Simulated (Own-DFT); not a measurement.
# A change of arrangement and its cost: As32Ga32, 64 atoms

All numbers below are calculated, not measured. The program, named Own-DFT, is a retired in-house plane-wave density functional code that no person has reviewed. Each row is one single-point run on a periodic cell that was not relaxed, without spin or spin-orbit coupling.

Settings of every run: PBE; PseudoDojo norm-conserving scalar-relativistic files; cutoff 42 hartree; 3 x 3 x 3 k mesh centred on Gamma; Fermi-Dirac smearing of 0.1 eV.

Known limits, some of them of some rows only: not probed for a lower state with spin; forces on such cells failed a check on a denser k mesh; forces not confirmed at this smearing and k mesh; stress not checked against mesh or cutoff.

All cells hold the same atoms in the same cell, with vectors in Å (11.307, 0.000, 0.000); (0.000, 11.307, 0.000); (0.000, 0.000, 11.307). Every atom was moved at random from its ideal site; u is the rms move along one axis. The defect's site can differ from row to row. E is the free energy of the cell above the lowest run. The arrangements:

- A: zincblende GaAs
- B: zincblende GaAs, with one As on a Ga site and one Ga on an As site, 2.4 Å apart

```
arrangement,u (Å),E (eV),P (GPa)
A,0.0201,0.000,3.51
A,0.0205,0.012,3.52
A,0.0211,0.080,3.53
A,0.0452,1.788,3.89
A,0.0473,2.025,3.96
A,0.0495,2.060,3.94
B,0.0290,2.963,3.91
B,0.0317,3.066,3.93
B,0.0320,3.322,4.01
B,0.0484,4.405,4.22
B,0.0486,4.250,4.14
B,0.0537,4.913,4.31
```

Question: once the cost of the random moves is taken out, how do the arrangements rank?

## Worked answer

Fit E = a + b u², with one b for all and one a for each arrangement, and with residuals divided by u², since the noise grows with the moves. Then b = 1008 eV/Å², the scatter at u = 0.04 Å is 0.13 eV, and against A:

- B: 2.52 ± 0.06 eV (higher)

These are energies of unrelaxed cells. Relaxing the atoms lowers the strained arrangements most, so the gaps would shrink and small ones could change sign.
